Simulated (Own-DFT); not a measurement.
Simulation results for SiC (2H silicon carbide, strained, atoms displaced)

All values are calculated (Own-DFT development build). A calculation, not a measurement: plane-wave PBE density functional theory by an unreviewed code, no spin, of a simulated periodic cell, stress positive in tension, free energy of the whole cell less one offset for each atom, forces on such cells passed a denser k mesh, this cell's mesh not checked; offsets are fitted by least squares, one for each functional and potential file, so energies compare only between cells with the same atoms and settings and are not formation energies; the far tail of each file's local potential was reset to the Coulomb form; each entry is a single point on an unrelaxed cell, so the pressure reflects the starting lattice, mostly measured values (interpolated for alloys), from which strain is counted, and rises with the displacements; printed positions are rounded, which can move forces by about a meV/angstrom; the program, named Own-DFT, is a retired in-house code; no spin-orbit coupling.

Common to all runs: functional PBE; potential files PseudoDojo norm-conserving, scalar-relativistic, standard set; wave cutoff 42 hartree; occupations Fermi-Dirac; smearing width 0.1 eV; hardware one NVIDIA H100; k mesh 4 x 4 x 3 centred on Gamma.

(1) SiC (2H silicon carbide, strained, atoms displaced)

```cif
# cell vector a (Å): 9.3492 -0.0412 -0.0048
# cell vector b (Å): -4.7102 8.0688 0.0056
# cell vector c (Å): -0.0053 0.0040 10.1961
data_SiC
_symmetry_space_group_name_H-M 'P 1'
_symmetry_Int_Tables_number 1
_cell_length_a 9.3493
_cell_length_b 9.3430
_cell_length_c 10.1961
_cell_angle_alpha 89.931
_cell_angle_beta 90.059
_cell_angle_gamma 120.527
_cell_volume 767.18
loop_
_atom_site_label
_atom_site_type_symbol
_atom_site_fract_x
_atom_site_fract_y
_atom_site_fract_z
_atom_site_occupancy
Si1 Si 0.99884 0.99528 0.00826 1
Si2 Si 0.11962 0.20816 0.24834 1
C1 C 0.00017 0.00075 0.18406 1
C2 C 0.11302 0.22847 0.43512 1
Si3 Si 0.99879 0.99210 0.50444 1
Si4 Si 0.11032 0.21932 0.74715 1
C3 C 0.00178 0.00426 0.68219 1
C4 C 0.10385 0.21791 0.94178 1
Si5 Si 0.00770 0.34780 0.99710 1
Si6 Si 0.10529 0.54631 0.25046 1
C5 C 0.00045 0.32572 0.18923 1
C6 C 0.10713 0.54802 0.44375 1
Si7 Si 0.99466 0.32046 0.49798 1
Si8 Si 0.10257 0.54226 0.74438 1
C7 C 0.98643 0.33730 0.68235 1
C8 C 0.10853 0.56220 0.93887 1
Si9 Si 0.99415 0.65931 0.99516 1
Si10 Si 0.10861 0.88244 0.25607 1
C9 C 0.99980 0.66910 0.18982 1
C10 C 0.09918 0.89169 0.43103 1
Si11 Si 0.00053 0.66378 0.50806 1
Si12 Si 0.10329 0.88924 0.74797 1
C11 C 0.00787 0.66271 0.69032 1
C12 C 0.11689 0.89439 0.94483 1
Si13 Si 0.34080 0.01124 0.99341 1
Si14 Si 0.44608 0.22623 0.25285 1
C13 C 0.32848 0.00696 0.17864 1
C14 C 0.43371 0.21424 0.43500 1
Si15 Si 0.34194 0.01339 0.50576 1
Si16 Si 0.45037 0.22847 0.75052 1
C15 C 0.32879 0.98973 0.69346 1
C16 C 0.44528 0.22209 0.94361 1
Si17 Si 0.33213 0.33409 0.00044 1
Si18 Si 0.45380 0.55650 0.25754 1
C17 C 0.33717 0.34596 0.18102 1
C18 C 0.43932 0.55559 0.44182 1
Si19 Si 0.34516 0.34587 0.49801 1
Si20 Si 0.44015 0.55197 0.75546 1
C19 C 0.34221 0.33670 0.68236 1
C20 C 0.45191 0.54907 0.94111 1
Si21 Si 0.34161 0.67439 0.99895 1
Si22 Si 0.43806 0.88927 0.25741 1
C21 C 0.32188 0.65735 0.18484 1
C22 C 0.44555 0.88042 0.44613 1
Si23 Si 0.33883 0.66782 0.49630 1
Si24 Si 0.44465 0.88083 0.74829 1
C23 C 0.33155 0.67144 0.68073 1
C24 C 0.43398 0.88103 0.92932 1
Si25 Si 0.66409 0.00428 0.00724 1
Si26 Si 0.77434 0.22115 0.24469 1
C25 C 0.67059 0.00014 0.17710 1
C26 C 0.78155 0.22716 0.44157 1
Si27 Si 0.65852 0.00761 0.49030 1
Si28 Si 0.78574 0.23048 0.75264 1
C27 C 0.67189 0.00189 0.68420 1
C28 C 0.76705 0.20272 0.94767 1
Si29 Si 0.66881 0.32970 0.00004 1
Si30 Si 0.77782 0.54285 0.25006 1
C29 C 0.67138 0.32325 0.18499 1
C30 C 0.76620 0.54474 0.44050 1
Si31 Si 0.66759 0.33561 0.48957 1
Si32 Si 0.78375 0.55638 0.75065 1
C31 C 0.66872 0.33377 0.68723 1
C32 C 0.76957 0.54928 0.93778 1
Si33 Si 0.66021 0.66273 0.01015 1
Si34 Si 0.78977 0.89374 0.26576 1
C33 C 0.66683 0.66838 0.18567 1
C34 C 0.78050 0.88555 0.43847 1
Si35 Si 0.66691 0.67718 0.48798 1
Si36 Si 0.76851 0.87786 0.74280 1
C35 C 0.68456 0.67904 0.68949 1
C36 C 0.78008 0.89131 0.94176 1
```

It finds free energy of cell above offsets -3.379 eV; pressure -0.03 GPa; stress xx 4.26 GPa; stress yy -3.79 GPa; stress zz -0.38 GPa; stress yz 0.58 GPa; stress xz 0.34 GPa; stress xy -1.51 GPa; wall time 369.5 s.

Force:
```csv
element,x (eV/Å),y (eV/Å),z (eV/Å)
Si,-0.605,0.126,-2.347
Si,-2.313,2.95,0.196
C,0.857,-1.451,2.471
C,1.533,-1.651,0.557
Si,-0.797,2.308,-1.078
Si,-0.274,0.747,0.673
C,-0.228,-0.99,1.094
C,0.814,1.127,-1.129
Si,-0.173,-3.046,1.587
Si,-0.076,0.202,0.35
C,-0.113,0.315,-0.322
C,0.129,0.88,-0.906
Si,0.072,2.223,0.012
Si,1.117,3.177,1.167
C,3.65,-1.605,0.036
C,1.673,-0.879,-1.552
Si,-0.697,2.147,1.313
Si,-0.236,1.087,-2.785
C,0.329,-1.687,-0.386
C,2.92,-1.27,2.553
Si,-0.264,-0.169,-1.694
Si,1.498,-0.124,1.44
C,-2.014,0.837,0.112
C,-1.111,-0.922,-1.551
Si,-0.292,-2.997,0.671
Si,-0.293,-0.677,-2.217
C,1.103,-0.594,2.422
C,1.166,2.741,-0.063
Si,-0.94,-3.694,0.572
Si,0.21,-1.338,0.413
C,-0.23,1.998,-0.911
C,-0.172,1.785,-1.603
Si,-0.034,-0.883,-0.443
Si,-2.294,0.494,-1.988
C,1.388,-1.627,2.181
C,1.747,1.266,-1.295
Si,-1.373,-2.718,0.58
Si,1.072,1.408,-1.153
C,-1.086,-0.2,0.946
C,-2.567,0.86,-0.817
Si,-0.721,-1.74,0.485
Si,0.466,-0.333,-2.441
C,1.484,1.586,1.277
C,-2.236,2.175,-2.226
Si,-2.225,-1.688,1.311
Si,-0.195,1.619,-0.332
C,1.077,-2.453,1.196
C,1.153,1.88,1.498
Si,1.044,-4.261,-2.786
Si,2.78,-1.099,0.583
C,-0.741,-0.797,5.658
C,-1.366,-1.018,-2.315
Si,2.889,-0.509,2.683
Si,-2.225,-3.042,0.71
C,-0.853,-0.039,-0.278
C,0.23,5.846,-2.857
Si,-0.195,-0.367,-0.308
Si,-0.616,1.56,-0.202
C,-2.525,1.508,0.495
C,0.341,2.842,-1.217
Si,-0.271,-1.703,2.676
Si,-0.802,-0.059,-0.284
C,-0.086,0.158,-0.381
C,0.806,0.454,0.326
Si,1.527,1.543,-2.456
Si,-1.263,-0.28,-4.915
C,1.069,-0.311,3.091
C,-1.241,2.492,0.694
Si,1.174,-3.046,3.078
Si,0.334,4.49,2.713
C,-1.252,-4.479,-2.056
C,-0.657,-1.081,-0.523
```

(2) SiC (2H silicon carbide, strained, atoms displaced)

```cif
# cell vector a (Å): 9.1486 0.0005 -0.1788
# cell vector b (Å): -4.5738 7.9289 0.0183
# cell vector c (Å): -0.1947 -0.0894 10.1653
data_SiC
_symmetry_space_group_name_H-M 'P 1'
_symmetry_Int_Tables_number 1
_cell_length_a 9.1503
_cell_length_b 9.1535
_cell_length_c 10.1676
_cell_angle_alpha 89.774
_cell_angle_beta 92.217
_cell_angle_gamma 119.972
_cell_volume 737.06
loop_
_atom_site_label
_atom_site_type_symbol
_atom_site_fract_x
_atom_site_fract_y
_atom_site_fract_z
_atom_site_occupancy
Si1 Si 0.00693 0.00437 0.00202 1
Si2 Si 0.11361 0.22724 0.24759 1
C1 C 0.00204 0.99757 0.18631 1
C2 C 0.10381 0.22617 0.43399 1
Si3 Si 0.98858 0.98974 0.49566 1
Si4 Si 0.11576 0.23402 0.76224 1
C3 C 0.00218 0.99884 0.68996 1
C4 C 0.09600 0.20009 0.94678 1
Si5 Si 0.00840 0.34005 0.99792 1
Si6 Si 0.11976 0.55415 0.24881 1
C5 C 0.01539 0.34201 0.19308 1
C6 C 0.11421 0.57073 0.44008 1
Si7 Si 0.99789 0.33722 0.50499 1
Si8 Si 0.11310 0.56301 0.75081 1
C7 C 0.99405 0.32748 0.68868 1
C8 C 0.12588 0.57277 0.93723 1
Si9 Si 0.01017 0.66332 0.00822 1
Si10 Si 0.12521 0.90152 0.24557 1
C9 C 0.99976 0.66913 0.18398 1
C10 C 0.10733 0.89229 0.43467 1
Si11 Si 0.00093 0.66526 0.49622 1
Si12 Si 0.09741 0.87205 0.75474 1
C11 C 0.00242 0.67328 0.68889 1
C12 C 0.10921 0.88629 0.93898 1
Si13 Si 0.33392 0.99627 0.00027 1
Si14 Si 0.45346 0.23141 0.25718 1
C13 C 0.33938 0.99424 0.18767 1
C14 C 0.44348 0.23087 0.43321 1
Si15 Si 0.32916 0.99043 0.50698 1
Si16 Si 0.45647 0.21738 0.75431 1
C15 C 0.33788 0.00169 0.69574 1
C16 C 0.43159 0.20475 0.93566 1
Si17 Si 0.33885 0.34002 0.00505 1
Si18 Si 0.44910 0.55768 0.24734 1
C17 C 0.34405 0.34288 0.19072 1
C18 C 0.45108 0.56481 0.42294 1
Si19 Si 0.34149 0.33734 0.49452 1
Si20 Si 0.45280 0.56002 0.74908 1
C19 C 0.33041 0.33782 0.69384 1
C20 C 0.44877 0.56122 0.93122 1
Si21 Si 0.34184 0.67216 0.00377 1
Si22 Si 0.45411 0.89937 0.24421 1
C21 C 0.32655 0.66968 0.18070 1
C22 C 0.44139 0.89693 0.43046 1
Si23 Si 0.32795 0.66519 0.49893 1
Si24 Si 0.44348 0.88374 0.75258 1
C23 C 0.33518 0.66154 0.68832 1
C24 C 0.44656 0.88564 0.93780 1
Si25 Si 0.66804 0.01601 0.00195 1
Si26 Si 0.78569 0.21535 0.25671 1
C25 C 0.66947 0.98927 0.18336 1
C26 C 0.77695 0.22485 0.43864 1
Si27 Si 0.66681 0.00181 0.50586 1
Si28 Si 0.78231 0.23036 0.74962 1
C27 C 0.67151 0.00328 0.69137 1
C28 C 0.78889 0.23078 0.93983 1
Si29 Si 0.65911 0.33040 0.00481 1
Si30 Si 0.77180 0.54888 0.25637 1
C29 C 0.65998 0.33302 0.17690 1
C30 C 0.76701 0.56153 0.43274 1
Si31 Si 0.67330 0.33571 0.50200 1
Si32 Si 0.78882 0.55707 0.74954 1
C31 C 0.66923 0.32750 0.68821 1
C32 C 0.77189 0.54924 0.93691 1
Si33 Si 0.66118 0.66248 0.00221 1
Si34 Si 0.77130 0.88729 0.24740 1
C33 C 0.65224 0.65961 0.19239 1
C34 C 0.77893 0.89489 0.44048 1
Si35 Si 0.65513 0.65912 0.49162 1
Si36 Si 0.76743 0.87932 0.75201 1
C35 C 0.67174 0.67253 0.68189 1
C36 C 0.77909 0.88892 0.94496 1
```

The calculation gives: free energy of cell above offsets -3.371 eV; pressure 8.5 GPa; stress xx -11.8 GPa; stress yy -9.95 GPa; stress zz -3.74 GPa; stress yz -2.73 GPa; stress xz -5.59 GPa; stress xy 0.8 GPa; wall time 353.4 s.

Force:
```csv
element,x (eV/Å),y (eV/Å),z (eV/Å)
Si,-0.63,-5.432,1.16
Si,1.782,-1.256,1
C,-0.757,1.023,0.369
C,1.232,-0.23,0.619
Si,2.006,3.068,2.062
Si,0.82,-3.044,-1.565
C,-0.906,0.12,0.006
C,0.669,7.784,-1.959
Si,0.406,0.121,1.071
Si,-2.35,2.228,0.765
C,-2.428,-1.477,-1.769
C,0.523,-3.182,-1.08
Si,1.369,0.137,-0.792
Si,1.074,-1.033,-0.061
C,0.279,2.267,0.515
C,0.06,-2.771,-0.633
Si,-2.929,0.852,-1.458
Si,-0.758,-2.273,0.98
C,0.274,-0.679,2.505
C,0.959,-0.737,0.113
Si,-2.445,2.103,0.32
Si,0.408,5.788,0.678
C,0.726,-3.456,-2.155
C,0.31,-0.837,0.499
Si,-0.301,-1.151,0.011
Si,-0.262,-1.455,-2.161
C,-1.655,3.011,-0.854
C,2.091,-1.658,1.987
Si,-1.094,2.007,-0.529
Si,-3.118,0.906,-0.265
C,-0.565,-1.936,-1.338
C,0.644,2.965,0.703
Si,-0.047,-1.397,-1.095
Si,-2.816,0.329,-0.413
C,-0.919,-1.884,-0.745
C,-3.074,-1.717,2.572
Si,-2.942,0.227,1.335
Si,0.292,-0.747,-0.341
C,2.11,-0.408,-1.057
C,-0.957,-1.315,1.297
Si,0.495,-0.069,-1.061
Si,0.411,-2.355,1.318
C,2.37,0.329,1.609
C,1.602,-1.093,1.117
Si,2.081,1.584,-0.003
Si,0.579,0.88,-0.269
C,-1.047,0.782,-0.784
C,-0.319,1.2,0.179
Si,2.359,-2.245,-1.137
Si,-1.026,1.166,-1.738
C,-2.415,3.225,0.241
C,0.144,-0.191,0.141
Si,-0.272,-0.333,-0.422
Si,1.154,-2.229,1.352
C,-1.237,-0.356,-0.075
C,-1.875,0.227,-0.282
Si,0.795,0.19,-2.957
Si,0.43,1.351,-2.893
C,1.856,-0.543,4.194
C,3.234,-1.726,1.636
Si,-1.945,0.132,-0.506
Si,-2.449,-0.402,0.659
C,-0.869,1.972,-0.824
C,0.751,0.547,0.183
Si,1.582,1.387,0.238
Si,3.425,-1.258,1.225
C,3.249,1.544,-1.568
C,-2.328,-1.986,-1.69
Si,0.99,3.406,1.987
Si,2.106,2.787,0.893
C,0.081,-2.615,-0.331
C,-0.994,-0.168,-0.731
```

(3) SiC (2H silicon carbide, strained, atoms displaced)

```cif
# cell vector a (Å): 9.2630 0.0643 0.1087
# cell vector b (Å): -4.5758 8.0846 -0.0384
# cell vector c (Å): 0.1183 0.0201 10.0678
data_SiC
_symmetry_space_group_name_H-M 'P 1'
_symmetry_Int_Tables_number 1
_cell_length_a 9.2639
_cell_length_b 9.2898
_cell_length_c 10.0685
_cell_angle_alpha 90.469
_cell_angle_beta 88.654
_cell_angle_gamma 119.112
_cell_volume 756.81
loop_
_atom_site_label
_atom_site_type_symbol
_atom_site_fract_x
_atom_site_fract_y
_atom_site_fract_z
_atom_site_occupancy
Si1 Si 0.99810 0.99592 0.99669 1
Si2 Si 0.11381 0.22232 0.24395 1
C1 C 0.00153 0.99942 0.18700 1
C2 C 0.10338 0.21852 0.43369 1
Si3 Si 0.00762 0.99776 0.50342 1
Si4 Si 0.10676 0.22499 0.74994 1
C3 C 0.00818 0.00552 0.68291 1
C4 C 0.11860 0.22381 0.94340 1
Si5 Si 0.00537 0.33116 0.99825 1
Si6 Si 0.11387 0.55561 0.25197 1
C5 C 0.01358 0.33377 0.19187 1
C6 C 0.11487 0.55389 0.43443 1
Si7 Si 0.01167 0.33247 0.50610 1
Si8 Si 0.10217 0.54725 0.74617 1
C7 C 0.01077 0.33482 0.68645 1
C8 C 0.10017 0.54833 0.94291 1
Si9 Si 0.98975 0.66211 0.00334 1
Si10 Si 0.10484 0.88500 0.24460 1
C9 C 0.99312 0.66825 0.18388 1
C10 C 0.12165 0.89706 0.43507 1
Si11 Si 0.99332 0.66030 0.49646 1
Si12 Si 0.10938 0.88882 0.74303 1
C11 C 0.00334 0.66825 0.69303 1
C12 C 0.11357 0.89343 0.94335 1
Si13 Si 0.33207 0.00237 0.99294 1
Si14 Si 0.44437 0.22249 0.24759 1
C13 C 0.33233 0.00215 0.19243 1
C14 C 0.44690 0.22135 0.42913 1
Si15 Si 0.34129 0.00573 0.49926 1
Si16 Si 0.44497 0.21646 0.74620 1
C15 C 0.33087 0.00315 0.69125 1
C16 C 0.43679 0.21255 0.93797 1
Si17 Si 0.33110 0.33292 0.99852 1
Si18 Si 0.45089 0.55109 0.24265 1
C17 C 0.33204 0.32431 0.18991 1
C18 C 0.44365 0.55135 0.43937 1
Si19 Si 0.34408 0.33934 0.49118 1
Si20 Si 0.45113 0.56433 0.75257 1
C19 C 0.33962 0.34444 0.68292 1
C20 C 0.44711 0.54651 0.93185 1
Si21 Si 0.33237 0.67241 0.00188 1
Si22 Si 0.44684 0.89912 0.24622 1
C21 C 0.32720 0.65586 0.18392 1
C22 C 0.44419 0.89243 0.43395 1
Si23 Si 0.32120 0.66378 0.50335 1
Si24 Si 0.43988 0.89167 0.75415 1
C23 C 0.32830 0.66345 0.67851 1
C24 C 0.43578 0.88615 0.93602 1
Si25 Si 0.66296 0.99440 0.00354 1
Si26 Si 0.77645 0.22655 0.25272 1
C25 C 0.67185 0.01225 0.18691 1
C26 C 0.77290 0.21280 0.44848 1
Si27 Si 0.67356 0.99848 0.49321 1
Si28 Si 0.78256 0.22412 0.75007 1
C27 C 0.68109 0.01143 0.68036 1
C28 C 0.77325 0.21194 0.92645 1
Si29 Si 0.67870 0.33674 0.00406 1
Si30 Si 0.78523 0.55014 0.26044 1
C29 C 0.65617 0.33176 0.19077 1
C30 C 0.78596 0.55098 0.43731 1
Si31 Si 0.67008 0.33275 0.48984 1
Si32 Si 0.77252 0.55634 0.75658 1
C31 C 0.66757 0.33790 0.67491 1
C32 C 0.78407 0.55638 0.93566 1
Si33 Si 0.66769 0.67203 0.99897 1
Si34 Si 0.77775 0.88522 0.25888 1
C33 C 0.67130 0.66715 0.19011 1
C34 C 0.76158 0.88050 0.43145 1
Si35 Si 0.66587 0.66212 0.50417 1
Si36 Si 0.78694 0.88772 0.75226 1
C35 C 0.66615 0.66763 0.69257 1
C36 C 0.76429 0.88742 0.93017 1
```

Questions
1. SiC (2H silicon carbide, strained, atoms displaced) (entry 3): stress yy?
2. Estimate the pressure of SiC (2H silicon carbide, strained, atoms displaced) (entry 3).
3. Estimate the stress zz of SiC (2H silicon carbide, strained, atoms displaced) (entry 3).

Calculated values
1. 2.06 GPa
2. 2.36 GPa
3. -7.78 GPa

Further results for SiC (2H silicon carbide, strained, atoms displaced) (entry 3):

```
free energy of cell above offsets : -5.391 eV
stress xx                         : -1.38 GPa
stress yz                         : 0.71 GPa
stress xz                         : 3.78 GPa
stress xy                         : 3.61 GPa
wall time                         : 340 s
```

Force:
```csv
element,x (eV/Å),y (eV/Å),z (eV/Å)
Si,-0.851,0.767,0.905
Si,0.356,-1.308,1.639
C,-1.135,-0.172,-0.165
C,2.451,-0.456,0.194
Si,-1.589,0.818,-2.254
Si,3.447,0.135,0.335
C,-0.716,-0.588,1.764
C,-1.348,-1.168,-1.66
Si,-1.223,-0.22,0.87
Si,-0.217,-0.327,-1.23
C,-3.45,0.579,-1.254
C,-1.412,-0.508,1.031
Si,-2.163,-0.094,-1.836
Si,1.177,1.554,1.47
C,-2.3,0.024,0.646
C,1.057,0.916,-1.191
Si,1.663,1.213,-1.235
Si,1.016,1.075,0.802
C,1.566,-0.943,1.695
C,-0.635,-1.983,0.213
Si,2.214,1.842,1.299
Si,0.698,0.081,1.757
C,-1.44,-0.576,-1.512
C,-0.391,-1.795,-1.787
Si,-0.264,-0.56,2.255
Si,-0.759,-1.506,-0.052
C,-0.296,-0.382,-1.951
C,0.4,0.63,1.338
Si,-0.39,-0.34,-0.158
Si,-0.901,2.349,0.301
C,0.646,-0.69,-1.223
C,1.24,2.461,-0.54
Si,1.655,-0.493,0.32
Si,-1.415,0.119,1.408
C,-0.193,1.703,-1.2
C,0.068,1.493,-1.166
Si,-1.525,-1.549,1.432
Si,-1.332,-1.592,-1.789
C,0.179,-1.404,0.585
C,-1.056,1.864,1.985
Si,-0.087,-2.083,-1.009
Si,0.406,-1.642,0.565
C,1.047,2.074,0.759
C,0.915,-0.826,0.61
Si,2.414,1.259,-2.508
Si,1.476,-0.381,-2.354
C,0.014,0.924,3.69
C,1.272,0.08,0.875
Si,-1.301,1.291,-1.089
Si,1.432,-0.11,0.427
C,0.407,-1.582,0.325
C,1.316,2.194,-2.483
Si,-2.814,-0.326,1.746
Si,-0.808,0.146,-2.843
C,-0.547,-2.014,1.291
C,0.586,1.02,3.469
Si,-1.736,-1.137,-1.297
Si,-2.093,0.647,-2.949
C,2.887,1.208,-0.335
C,-1.746,0.401,0.837
Si,-0.588,-0.997,1.512
Si,1.15,-0.817,-2.221
C,0.468,-0.184,2.447
C,-1.699,-0.401,1.308
Si,0.355,-1.357,0.293
Si,-0.238,0.681,-3.555
C,0.308,-0.002,-0.484
C,3.588,-0.808,2.812
Si,-0.838,0.091,-0.787
Si,-2.01,0.968,-2.334
C,0.983,0.944,-0.688
C,2.649,-0.225,1.928
```
